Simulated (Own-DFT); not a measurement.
Simulation results for SiC (4H silicon carbide, atoms displaced)

All values are calculated (Own-DFT development build). A calculation, not a measurement: plane-wave PBE density functional theory by an unreviewed code, no spin, of a simulated periodic cell, stress positive in tension, free energy of the whole cell less one offset for each atom, forces on such cells passed a denser k mesh, this cell's mesh not checked; offsets are fitted by least squares, one for each functional and potential file, so energies compare only between cells with the same atoms and settings and are not formation energies; the far tail of each file's local potential was reset to the Coulomb form; each entry is a single point on an unrelaxed cell, so the pressure reflects the starting lattice, mostly measured values (interpolated for alloys), from which strain is counted, and rises with the displacements; printed positions are rounded, which can move forces by about a meV/angstrom; the program, named Own-DFT, is a retired in-house code; no spin-orbit coupling.

Common to all runs: functional PBE; potential files PseudoDojo norm-conserving, scalar-relativistic, standard set; wave cutoff 42 hartree; occupations Fermi-Dirac; smearing width 0.1 eV; hardware one NVIDIA H100; k mesh 4 x 4 x 3 centred on Gamma.

(1) SiC (4H silicon carbide, atoms displaced)

```cif
# cell vector a (Å): 9.2481 0.0000 0.0000
# cell vector b (Å): -4.6241 8.0091 0.0000
# cell vector c (Å): 0.0000 0.0000 10.0681
data_SiC
_symmetry_space_group_name_H-M 'P 1'
_symmetry_Int_Tables_number 1
_cell_length_a 9.2481
_cell_length_b 9.2481
_cell_length_c 10.0681
_cell_angle_alpha 90.000
_cell_angle_beta 90.000
_cell_angle_gamma 120.000
_cell_volume 745.73
loop_
_atom_site_label
_atom_site_type_symbol
_atom_site_fract_x
_atom_site_fract_y
_atom_site_fract_z
_atom_site_occupancy
Si1 Si 0.00536 0.01340 0.41941 1
Si2 Si 0.10923 0.22593 0.16146 1
C1 C 0.00339 0.01261 0.08995 1
C2 C 0.10583 0.22918 0.34316 1
Si3 Si 0.00453 0.33693 0.40825 1
Si4 Si 0.11451 0.55657 0.15300 1
C3 C 0.01160 0.34084 0.09448 1
C4 C 0.11100 0.54539 0.35106 1
Si5 Si 0.01102 0.66258 0.41082 1
Si6 Si 0.10174 0.88429 0.14520 1
C5 C 0.00043 0.66930 0.09252 1
C6 C 0.10621 0.88710 0.34438 1
Si7 Si 0.33527 0.00864 0.40005 1
Si8 Si 0.44645 0.23478 0.15614 1
C7 C 0.33318 0.00278 0.09588 1
C8 C 0.44465 0.23250 0.33852 1
Si9 Si 0.33155 0.33282 0.40811 1
Si10 Si 0.44034 0.56293 0.14722 1
C9 C 0.33319 0.33368 0.09826 1
C10 C 0.44153 0.55737 0.33413 1
Si11 Si 0.32338 0.66880 0.40104 1
Si12 Si 0.44081 0.88845 0.15251 1
C11 C 0.32422 0.65582 0.09199 1
C12 C 0.42902 0.89261 0.34854 1
Si13 Si 0.66331 0.00151 0.41552 1
Si14 Si 0.76985 0.21218 0.16053 1
C13 C 0.66100 0.99627 0.09559 1
C14 C 0.76977 0.22543 0.34479 1
Si15 Si 0.67464 0.33742 0.41332 1
Si16 Si 0.77236 0.54304 0.14790 1
C15 C 0.66408 0.33883 0.09812 1
C16 C 0.77334 0.54256 0.33565 1
Si17 Si 0.67574 0.67941 0.41221 1
Si18 Si 0.77702 0.88308 0.15189 1
C17 C 0.67565 0.67477 0.09157 1
C18 C 0.77232 0.87414 0.34733 1
Si19 Si 0.00499 0.01340 0.91524 1
Si20 Si 0.89242 0.77625 0.66050 1
C19 C 0.99171 0.00074 0.59541 1
C20 C 0.89557 0.79005 0.83983 1
Si21 Si 0.98831 0.65667 0.89490 1
Si22 Si 0.89433 0.45848 0.64854 1
C21 C 0.99386 0.66418 0.60154 1
C22 C 0.89850 0.45322 0.84352 1
Si23 Si 0.98989 0.32093 0.91047 1
Si24 Si 0.88299 0.10935 0.65002 1
C23 C 0.01181 0.34396 0.59474 1
C24 C 0.89552 0.11228 0.84293 1
Si25 Si 0.67396 0.99015 0.91047 1
Si26 Si 0.55719 0.77950 0.65893 1
C25 C 0.65154 0.99471 0.59224 1
C26 C 0.55751 0.77747 0.83738 1
Si27 Si 0.67733 0.66674 0.90544 1
Si28 Si 0.55378 0.44016 0.65291 1
C27 C 0.66014 0.66538 0.58099 1
C28 C 0.54268 0.43044 0.84429 1
Si29 Si 0.68184 0.33291 0.90208 1
Si30 Si 0.55560 0.10846 0.64928 1
C29 C 0.67824 0.33538 0.59548 1
C30 C 0.55333 0.12121 0.85449 1
Si31 Si 0.33330 0.99884 0.90677 1
Si32 Si 0.20586 0.76500 0.64163 1
C31 C 0.33389 0.99662 0.58940 1
C32 C 0.21743 0.76210 0.84983 1
Si33 Si 0.33894 0.66315 0.90236 1
Si34 Si 0.22466 0.44974 0.65279 1
C33 C 0.33658 0.67905 0.59337 1
C34 C 0.21299 0.43896 0.85162 1
Si35 Si 0.33392 0.35234 0.91166 1
Si36 Si 0.22216 0.10271 0.65464 1
C35 C 0.32937 0.32693 0.60952 1
C36 C 0.23127 0.12326 0.84831 1
```

It finds free energy of cell above offsets -2.596 eV; pressure 6.19 GPa; stress xx -4.64 GPa; stress yy -7.59 GPa; stress zz -6.35 GPa; stress yz -0.13 GPa; stress xz 0.62 GPa; stress xy 0.94 GPa; wall time 338.3 s.

Force:
```
element  x (eV/Å)  y (eV/Å)  z (eV/Å)
     Si    -0.135    -2.482    -3.798
     Si     1.122     0.276    -0.782
      C    -0.456    -1.526     2.214
      C     1.455     -1.32     1.168
     Si    -1.595    -1.411     0.301
     Si    -1.822     0.102     0.815
      C    -2.451    -1.926     0.244
      C    -1.228     1.762    -2.008
     Si    -3.416     0.466     -2.08
     Si     0.974     1.583     2.182
      C    -0.348    -1.785    -1.142
      C     0.044     0.598     0.221
     Si    -1.986     0.292      0.11
     Si     0.513    -1.872    -0.309
      C    -0.392     0.015    -0.371
      C     0.843    -0.815     2.031
     Si    -0.218     1.538    -0.109
     Si     2.527    -1.381     2.105
      C    -1.247      1.23    -0.864
      C     0.023     0.746     1.922
     Si     3.364     0.384     0.746
     Si    -0.939    -0.435     1.225
      C     0.431     3.097    -0.983
      C     3.303     -0.72    -1.707
     Si    -0.172    -1.134    -3.492
     Si     -0.04     2.154    -0.425
      C     1.196    -0.547    -0.079
      C     2.561    -1.516     0.866
     Si     -2.26     0.076    -1.884
     Si     0.362       3.9     2.358
      C     1.786    -3.204    -2.493
      C     0.381     2.555     1.961
     Si    -0.203    -5.292      -4.1
     Si    -0.083     1.782     2.127
      C    -0.681    -2.183    -1.003
      C    -0.453      5.95     -1.31
     Si     2.293    -0.485    -3.182
     Si    -2.696     1.026    -1.469
      C     1.584    -0.477     1.149
      C     0.258    -0.942     1.227
     Si     1.807     4.086     2.959
     Si      1.49     -4.13     2.524
      C    -0.619     1.505    -2.863
      C    -0.354    -3.736    -1.575
     Si     0.725     2.739    -0.385
     Si     -0.23      1.22     1.455
      C    -2.077    -1.435    -0.487
      C    -1.879    -0.839    -0.471
     Si    -2.332     1.739     -0.99
     Si    -0.556    -0.731    -1.798
      C     2.878     0.623     1.282
      C     0.929    -0.519     1.957
     Si    -1.316    -0.852    -0.762
     Si    -0.074     0.449     0.969
      C     0.961    -0.234     5.426
      C     2.528     3.151    -0.263
     Si    -3.303     0.759      1.38
     Si    -1.579     0.937     2.898
      C    -1.675    -0.373    -0.035
      C     2.811    -2.833    -2.507
     Si    -0.847    -0.122     0.246
     Si      3.05     3.064     3.876
      C    -1.021     -0.01    -0.106
      C    -0.852     2.164     -1.95
     Si    -1.884    -0.267     0.315
     Si     1.024     0.285     1.894
      C     0.607    -2.302     -0.76
      C    -0.317     1.253    -1.883
     Si     1.564    -3.623    -0.104
     Si    -0.862       0.9     2.035
      C    -0.017      0.58    -3.363
      C    -0.783    -1.526    -0.297
```

(2) SiC (4H silicon carbide, atoms displaced)

```cif
# cell vector a (Å): 9.2481 0.0000 0.0000
# cell vector b (Å): -4.6241 8.0091 0.0000
# cell vector c (Å): 0.0000 0.0000 10.0681
data_SiC
_symmetry_space_group_name_H-M 'P 1'
_symmetry_Int_Tables_number 1
_cell_length_a 9.2481
_cell_length_b 9.2481
_cell_length_c 10.0681
_cell_angle_alpha 90.000
_cell_angle_beta 90.000
_cell_angle_gamma 120.000
_cell_volume 745.73
loop_
_atom_site_label
_atom_site_type_symbol
_atom_site_fract_x
_atom_site_fract_y
_atom_site_fract_z
_atom_site_occupancy
Si1 Si 0.99737 0.98902 0.40643 1
Si2 Si 0.11921 0.22964 0.15822 1
C1 C 0.00638 0.00717 0.10035 1
C2 C 0.10454 0.21803 0.34549 1
Si3 Si 0.00224 0.34421 0.40442 1
Si4 Si 0.11437 0.55906 0.15387 1
C3 C 0.02672 0.35206 0.08966 1
C4 C 0.10516 0.55027 0.34269 1
Si5 Si 0.99442 0.67120 0.40588 1
Si6 Si 0.10443 0.89060 0.15007 1
C5 C 0.99804 0.66571 0.07707 1
C6 C 0.10633 0.88160 0.34450 1
Si7 Si 0.32746 0.00516 0.38673 1
Si8 Si 0.44569 0.22752 0.15340 1
C7 C 0.33789 0.00421 0.10147 1
C8 C 0.44440 0.21982 0.34981 1
Si9 Si 0.33379 0.33946 0.40783 1
Si10 Si 0.44333 0.55747 0.15628 1
C9 C 0.34476 0.34106 0.09265 1
C10 C 0.45103 0.54382 0.34596 1
Si11 Si 0.34267 0.68125 0.40605 1
Si12 Si 0.44403 0.88157 0.16178 1
C11 C 0.32316 0.65424 0.09972 1
C12 C 0.44396 0.88780 0.34999 1
Si13 Si 0.67630 0.00647 0.40913 1
Si14 Si 0.77884 0.21953 0.15813 1
C13 C 0.67180 0.00695 0.10208 1
C14 C 0.78596 0.22793 0.34263 1
Si15 Si 0.67612 0.34415 0.40271 1
Si16 Si 0.78000 0.54967 0.16005 1
C15 C 0.66770 0.33116 0.09739 1
C16 C 0.78184 0.55337 0.34451 1
Si17 Si 0.67124 0.67216 0.40460 1
Si18 Si 0.77150 0.87901 0.15488 1
C17 C 0.65697 0.66161 0.09364 1
C18 C 0.77932 0.89430 0.34090 1
Si19 Si 0.00514 0.00290 0.90454 1
Si20 Si 0.88599 0.77739 0.66866 1
C19 C 0.99839 0.00051 0.59000 1
C20 C 0.89398 0.77276 0.83886 1
Si21 Si 0.99628 0.66816 0.90393 1
Si22 Si 0.88746 0.43397 0.64249 1
C21 C 0.98367 0.65446 0.60698 1
C22 C 0.89335 0.43972 0.84160 1
Si23 Si 0.99573 0.33054 0.91134 1
Si24 Si 0.88980 0.10798 0.65632 1
C23 C 0.98928 0.32713 0.58384 1
C24 C 0.88878 0.10956 0.84004 1
Si25 Si 0.65302 0.99260 0.91178 1
Si26 Si 0.56113 0.78096 0.65377 1
C25 C 0.66864 0.99504 0.58974 1
C26 C 0.54561 0.77478 0.83899 1
Si27 Si 0.65917 0.67162 0.89982 1
Si28 Si 0.55116 0.43614 0.65354 1
C27 C 0.66009 0.66620 0.58934 1
C28 C 0.54913 0.43359 0.83822 1
Si29 Si 0.67642 0.34140 0.91358 1
Si30 Si 0.55161 0.09824 0.66229 1
C29 C 0.66362 0.33953 0.59699 1
C30 C 0.55285 0.11100 0.84373 1
Si31 Si 0.32762 0.99925 0.90006 1
Si32 Si 0.22080 0.78027 0.65843 1
C31 C 0.34571 0.99638 0.59576 1
C32 C 0.22097 0.77763 0.84516 1
Si33 Si 0.34664 0.67873 0.91567 1
Si34 Si 0.22611 0.46159 0.67013 1
C33 C 0.33696 0.66238 0.59890 1
C34 C 0.22242 0.44192 0.83810 1
Si35 Si 0.32642 0.32699 0.91738 1
Si36 Si 0.22661 0.11797 0.66345 1
C35 C 0.32003 0.32290 0.59046 1
C36 C 0.22044 0.11166 0.84402 1
```

The calculation gives: free energy of cell above offsets -4.227 eV; pressure 5.77 GPa; stress xx -3.46 GPa; stress yy -6.15 GPa; stress zz -7.69 GPa; stress yz 1.35 GPa; stress xz -0.05 GPa; stress xy 0.15 GPa; wall time 349.4 s.

Force:
```
element  x (eV/Å)  y (eV/Å)  z (eV/Å)
     Si    -0.799     2.236    -0.063
     Si    -0.049     -0.25     0.762
      C    -1.536    -0.503    -2.032
      C     0.857     0.716     -0.32
     Si     1.488    -2.674    -0.046
     Si    -2.216      0.07      0.92
      C     -2.17     -3.22     0.794
      C     0.384     3.462    -0.359
     Si     2.122    -1.578     1.909
     Si     1.955    -0.798     0.638
      C    -0.192     0.308     4.589
      C    -0.423     0.735    -1.412
     Si     1.935    -1.456      3.71
     Si     0.884    -0.741     1.653
      C    -0.534     -1.06    -1.407
      C    -0.213     2.445    -1.999
     Si    -0.304    -3.175     0.596
     Si     0.593    -0.973     1.317
      C    -1.223    -0.851     1.311
      C    -1.728     3.563    -1.216
     Si    -0.093    -4.216     1.416
     Si    -0.615      1.18    -0.028
      C     2.042     3.191    -0.822
      C     0.418     2.119    -1.484
     Si    -1.083    -0.007    -0.891
     Si     0.866     1.957     0.139
      C    -0.182    -2.627    -1.588
      C    -1.166    -0.398     0.219
     Si    -0.803    -3.188     1.821
     Si     -0.61     1.018    -1.475
      C      0.33     0.196      0.02
      C    -1.237     1.918    -0.787
     Si    -0.137    -0.637     0.244
     Si     0.559      1.94     0.239
      C     1.451     0.581    -0.828
      C      0.37    -1.376     0.198
     Si    -1.162    -0.771     0.583
     Si    -0.355    -0.207    -4.859
      C     1.143    -0.992     1.558
      C    -2.919     1.564     3.578
     Si     2.053    -1.857    -2.292
     Si    -1.844     0.267      3.11
      C     1.522     2.462    -2.593
      C    -1.014     0.545     0.101
     Si      1.18      0.61    -2.017
     Si     -0.33     0.693    -1.031
      C      1.98     0.432     1.685
      C    -0.559    -0.621     1.729
     Si     1.359     1.673    -0.768
     Si    -1.021    -0.931    -0.585
      C     -0.13     0.937     1.378
      C     1.835      1.56     0.865
     Si     1.966    -2.087     0.454
     Si    -1.931     0.932    -0.052
      C      1.45     -0.27     1.292
      C    -0.229     1.447     1.993
     Si    -0.539    -0.908    -2.304
     Si     0.755     2.403    -1.563
      C     2.013    -2.293    -1.687
      C     0.308     0.019     1.513
     Si     1.046     0.057     1.529
     Si     0.317    -1.079    -0.494
      C    -3.497    -0.045    -1.197
      C     0.357     0.069      0.68
     Si    -3.203    -2.958    -1.542
     Si     0.458    -3.744    -4.621
      C    -1.233     2.398    -1.429
      C     -0.14     0.428     5.213
     Si     0.609     1.418     -3.77
     Si     0.232     -1.69    -2.495
      C     0.523     2.517      1.13
      C     0.056     0.119      1.17
```

(3) SiC (4H silicon carbide, atoms displaced)

```cif
# cell vector a (Å): 9.2481 0.0000 0.0000
# cell vector b (Å): -4.6241 8.0091 0.0000
# cell vector c (Å): 0.0000 0.0000 10.0681
data_SiC
_symmetry_space_group_name_H-M 'P 1'
_symmetry_Int_Tables_number 1
_cell_length_a 9.2481
_cell_length_b 9.2481
_cell_length_c 10.0681
_cell_angle_alpha 90.000
_cell_angle_beta 90.000
_cell_angle_gamma 120.000
_cell_volume 745.73
loop_
_atom_site_label
_atom_site_type_symbol
_atom_site_fract_x
_atom_site_fract_y
_atom_site_fract_z
_atom_site_occupancy
Si1 Si 0.00105 0.00136 0.40949 1
Si2 Si 0.10544 0.22034 0.15688 1
C1 C 0.00601 0.00959 0.09758 1
C2 C 0.10928 0.21810 0.35094 1
Si3 Si 0.99824 0.33758 0.40745 1
Si4 Si 0.10623 0.54916 0.15503 1
C3 C 0.99539 0.33179 0.09148 1
C4 C 0.12565 0.56676 0.34612 1
Si5 Si 0.00741 0.67400 0.41087 1
Si6 Si 0.11280 0.88829 0.15465 1
C5 C 0.00373 0.68119 0.09135 1
C6 C 0.11854 0.89253 0.34857 1
Si7 Si 0.33311 0.00438 0.40451 1
Si8 Si 0.45898 0.22538 0.15783 1
C7 C 0.32774 0.98975 0.09048 1
C8 C 0.44703 0.22669 0.33984 1
Si9 Si 0.33086 0.33446 0.40336 1
Si10 Si 0.44210 0.56159 0.15487 1
C9 C 0.32404 0.32898 0.09209 1
C10 C 0.43878 0.55141 0.35503 1
Si11 Si 0.33734 0.66593 0.39679 1
Si12 Si 0.45666 0.89680 0.15327 1
C11 C 0.32811 0.66502 0.09199 1
C12 C 0.44154 0.88221 0.34892 1
Si13 Si 0.66582 0.99176 0.40530 1
Si14 Si 0.76987 0.22059 0.16112 1
C13 C 0.66846 0.00768 0.09052 1
C14 C 0.76967 0.21791 0.34508 1
Si15 Si 0.66528 0.34601 0.41247 1
Si16 Si 0.77515 0.55318 0.15389 1
C15 C 0.67809 0.33674 0.09777 1
C16 C 0.78833 0.53347 0.34383 1
Si17 Si 0.65625 0.66474 0.40241 1
Si18 Si 0.77876 0.87912 0.16516 1
C17 C 0.67501 0.66821 0.09529 1
C18 C 0.78098 0.89418 0.35325 1
Si19 Si 0.00873 0.01076 0.90562 1
Si20 Si 0.88772 0.78425 0.65961 1
C19 C 0.99913 0.00700 0.58295 1
C20 C 0.89052 0.78487 0.85015 1
Si21 Si 0.00498 0.66920 0.91191 1
Si22 Si 0.89771 0.45033 0.65601 1
C21 C 0.00264 0.67005 0.59039 1
C22 C 0.89195 0.44121 0.84716 1
Si23 Si 0.98994 0.32674 0.89638 1
Si24 Si 0.88866 0.10735 0.64530 1
C23 C 0.00137 0.33915 0.59542 1
C24 C 0.88167 0.11764 0.83654 1
Si25 Si 0.68030 0.00477 0.90172 1
Si26 Si 0.55202 0.77507 0.65069 1
C25 C 0.68272 0.99944 0.59695 1
C26 C 0.55787 0.77534 0.84010 1
Si27 Si 0.66549 0.67074 0.91906 1
Si28 Si 0.55335 0.43748 0.64869 1
C27 C 0.67596 0.67481 0.59198 1
C28 C 0.54771 0.44188 0.85138 1
Si29 Si 0.66275 0.33896 0.91063 1
Si30 Si 0.54717 0.09803 0.64952 1
C29 C 0.67500 0.33216 0.59680 1
C30 C 0.56126 0.10966 0.84786 1
Si31 Si 0.32483 0.00471 0.90577 1
Si32 Si 0.22842 0.79701 0.65699 1
C31 C 0.33599 0.99803 0.59535 1
C32 C 0.22067 0.78593 0.85128 1
Si33 Si 0.33554 0.67054 0.90321 1
Si34 Si 0.22528 0.44722 0.65394 1
C33 C 0.32871 0.65281 0.58776 1
C34 C 0.22116 0.44275 0.84117 1
Si35 Si 0.33837 0.33260 0.90659 1
Si36 Si 0.21998 0.10663 0.65510 1
C35 C 0.33055 0.33427 0.58805 1
C36 C 0.21940 0.11397 0.85023 1
```

It finds free energy of cell above offsets -4.983 eV; pressure 5.63 GPa; stress xx -5.4 GPa; stress yy -6.79 GPa; stress zz -4.69 GPa; stress yz 0.6 GPa; stress xz 0 GPa; stress xy -1.54 GPa; wall time 356.1 s.

Force:
```
element  x (eV/Å)  y (eV/Å)  z (eV/Å)
     Si     0.815    -0.162     -2.16
     Si     0.051     1.254     0.882
      C    -0.348    -2.328    -0.555
      C    -0.845     1.104    -1.413
     Si     0.202    -0.185     -0.24
     Si     -0.32     1.286     0.233
      C    -0.216     -0.46     0.043
      C    -2.254    -2.029    -1.145
     Si     0.505    -1.062    -1.317
     Si    -0.329     1.771      1.15
      C     0.121    -3.189     1.196
      C    -1.722     -0.27    -0.961
     Si     1.417    -0.101    -0.092
     Si    -2.639    -0.882    -1.171
      C     0.883     2.251      1.02
      C    -0.176    -0.004     1.582
     Si     0.119    -1.464     0.187
     Si     0.357    -1.781     0.119
      C     1.913     1.019     0.879
      C     1.047     0.519    -3.302
     Si     -0.88     0.214     2.642
     Si    -1.933    -1.689     0.169
      C     0.848     0.926     0.106
      C     0.395     1.989     -1.25
     Si    -1.433     2.011     0.955
     Si     2.584     0.188    -0.103
      C     1.798    -1.402     0.317
      C     0.327     0.189     0.867
     Si     1.368    -5.229     0.565
     Si     2.206     0.367     1.378
      C    -2.136     0.172    -1.394
      C    -2.102     6.464    -1.926
     Si     2.912      0.24     1.591
     Si    -0.458      3.14    -0.962
      C    -1.939    -0.586     1.936
      C     0.874    -2.266    -2.071
     Si    -2.558    -1.189     1.013
     Si     0.918    -0.403    -0.259
      C      1.89    -1.212     3.536
      C      0.19    -0.456    -0.464
     Si    -1.077    -0.362    -1.522
     Si    -0.742    -0.127     0.879
      C    -0.306     1.076     1.906
      C    -2.371      2.06    -0.585
     Si     2.042      1.55     1.974
     Si     0.746      3.02     2.254
      C      0.66    -0.969    -0.733
      C     3.744    -1.104    -0.751
     Si    -3.084    -1.674     0.796
     Si     0.851    -0.542     0.642
      C    -4.713     -1.74    -1.999
      C    -0.429     0.654     0.877
     Si     0.428    -0.321    -3.754
     Si     0.143     1.436      1.59
      C    -1.051    -1.995    -0.319
      C     1.856     1.501    -1.331
     Si     1.846    -1.336    -1.111
     Si     3.069     2.678     2.358
      C    -1.534    -0.422    -0.191
      C    -1.999     0.303    -0.945
     Si     3.089    -0.259     0.749
     Si     0.563    -5.556      1.02
      C    -1.403     2.103    -1.835
      C     0.951    -0.456    -1.921
     Si    -0.204    -0.477    -0.004
     Si      -0.5    -1.312     0.815
      C    -0.491     3.908     0.105
      C     -0.01     0.128     0.269
     Si    -2.791     0.549     0.656
     Si    -0.641     1.504     0.108
      C     1.163    -1.044     0.848
      C     0.742     0.472    -2.424
```
